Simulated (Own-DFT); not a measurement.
# Response to strain: 4H SiC, 72 atoms (C36Si36)

All numbers below are calculated, not measured. The program, named Own-DFT, is a retired in-house plane-wave density functional code that no person has reviewed. Each row is one single-point run on a periodic cell that was not relaxed, without spin or spin-orbit coupling.

Settings of every run: PBE; PseudoDojo norm-conserving scalar-relativistic files; cutoff 42 hartree; 4 x 4 x 3 k mesh centred on Gamma; Fermi-Dirac smearing of 0.1 eV.

Known limits: forces on such cells passed a denser k mesh, each cell not checked; stress not checked against mesh or cutoff.

Unstrained cell vectors in Å: (9.248, 0.000, 0.000); (-4.624, 8.009, 0.000); (0.000, 0.000, 10.068). The unstrained cell has measured lattice constants (interpolated for alloys), not those of this functional. That, the random moves and any unrelaxed bonds set the pressure at no strain. Each run strains this cell uniformly, with the atoms carried along. Every atom was also moved at random, by a Gaussian of width 0.05 Å on each axis. Strain is the symmetric tensor, in per cent. Stress is positive in tension, and the pressure is minus a third of its trace.

| run | e_xx (%) | e_yy (%) | e_zz (%) | e_yz (%) | e_xz (%) | e_xy (%) | s_xx (GPa) | s_yy (GPa) | s_zz (GPa) | s_yz (GPa) | s_xz (GPa) | s_xy (GPa) | P (GPa) | E (meV/atom) |
|---|---|---|---|---|---|---|---|---|---|---|---|---|---|---|
| 1 | -0.63 | 0.48 | 0.46 | -1.52 | -1.95 | 0.01 | -6.55 | -3.07 | -2.57 | -4.94 | -5.99 | -0.02 | 4.06 | 0.0 |
| 2 | 1.61 | -0.83 | 1.58 | 1.13 | 1.03 | -0.12 | 3.17 | -7.33 | 2.95 | 3.36 | 3.18 | 0.56 | 0.40 | 18.4 |
| 3 | -0.50 | 1.56 | 0.42 | 0.68 | -1.91 | -1.57 | -8.35 | 3.37 | -1.99 | 2.26 | -5.08 | -8.05 | 2.32 | 31.7 |
| 4 | 1.49 | -1.56 | 1.03 | -1.85 | -1.23 | 1.20 | 1.60 | -11.63 | -1.22 | -6.67 | -4.16 | 5.98 | 3.75 | 35.7 |
| 5 | -1.30 | -1.23 | 0.90 | -0.69 | 0.94 | -1.52 | -12.94 | -11.56 | -1.38 | -2.19 | 3.46 | -5.58 | 8.63 | 18.6 |
| 6 | -0.10 | -0.56 | 1.00 | -1.73 | -0.92 | -1.00 | -7.82 | -6.76 | -0.75 | -5.62 | -4.18 | -5.74 | 5.11 | 27.0 |
| 7 | 0.93 | -1.97 | 0.96 | 1.86 | 0.13 | -0.81 | -0.56 | -11.76 | -2.56 | 5.99 | -0.44 | -3.55 | 4.96 | 9.1 |
| 8 | 0.64 | 1.87 | -1.67 | 1.59 | -1.78 | -1.25 | -1.22 | 3.92 | -15.37 | 6.06 | -6.84 | -5.63 | 4.22 | 31.4 |
| 9 | -1.75 | 0.04 | -1.80 | -1.69 | 1.07 | -0.64 | -15.55 | -8.03 | -19.33 | -6.67 | 5.67 | -1.60 | 14.31 | 51.3 |
| 10 | -1.83 | 1.34 | 1.47 | 0.91 | -1.02 | -1.72 | -12.87 | 0.69 | 2.27 | 3.91 | -3.13 | -7.81 | 3.30 | 19.9 |
| 11 | 1.58 | -1.36 | 0.20 | 0.83 | 1.65 | 0.18 | 3.20 | -10.01 | -5.24 | 2.66 | 5.26 | -0.40 | 4.01 | 3.5 |
| 12 | 1.81 | -0.92 | 1.61 | -0.28 | 1.83 | -1.99 | 4.93 | -8.64 | 3.14 | -1.01 | 5.97 | -8.53 | 0.19 | 14.1 |
| 13 | 0.02 | 0.24 | 0.55 | 0.69 | -2.00 | -1.45 | -3.32 | -4.04 | -3.07 | 2.14 | -6.10 | -6.82 | 3.48 | 13.6 |
| 14 | -0.39 | -1.49 | -0.23 | 0.64 | 0.90 | -0.68 | -7.96 | -14.64 | -9.20 | 2.61 | 2.53 | -4.22 | 10.60 | 29.4 |
| 15 | -0.67 | -1.29 | 0.01 | -1.53 | 0.35 | -0.39 | -9.46 | -10.50 | -8.59 | -4.35 | 1.25 | -1.21 | 9.52 | 20.5 |
| 16 | -0.26 | 1.69 | -0.40 | 1.01 | 0.94 | -1.74 | -4.67 | 2.94 | -7.57 | 3.12 | 3.71 | -8.70 | 3.10 | 17.2 |
| 17 | -1.07 | 1.44 | 0.90 | -0.66 | 1.41 | 1.52 | ? | ? | ? | ? | ? | ? | ? | ? |

E is the free energy for each atom above the lowest run shown.

## Worked fit

Each stress component was fitted by least squares to a constant and the strains of the runs shown, as fractions, with shears doubled. Shear strains stay in the fit of a normal stress only where such slopes are resolved. The slopes, in GPa:

```
stress,at no strain,per e_xx,per e_yy,per e_zz,scatter
s_xx,-5.1,540 ± 26,69 ± 24,34 ± 30,1.09
s_yy,-5.1,75 ± 25,494 ± 23,59 ± 29,1.04
s_zz,-6.6,37 ± 17,91 ± 16,633 ± 19,0.70
```

Each shear stress against twice its own strain: yz 172 ± 7, xz 178 ± 10, xy 230 ± 23 GPa. These are stiffnesses along x, y and z of the frame in which the cell vectors are given, which need not be the crystal's axes. The atoms are held to the strained lattice; where symmetry lets them move under strain, relaxing them would lower some slopes. The table should be nearly symmetric about its diagonal, and what it lacks of that shows the noise. A ninth of its sum, 226 ± 8 GPa, estimates the bulk modulus near the mean pressure of these runs, 5.1 GPa, so it lies above the value at zero pressure.

## Withheld run

Question: what normal stresses and pressure should run 17 give?

The fit gives s_xx = -9.6, s_yy = 1.7, s_zz = 0.0 and P = 2.6 GPa. The calculation gave -9.37, 2.46, -1.50 and P = 2.80 GPa.
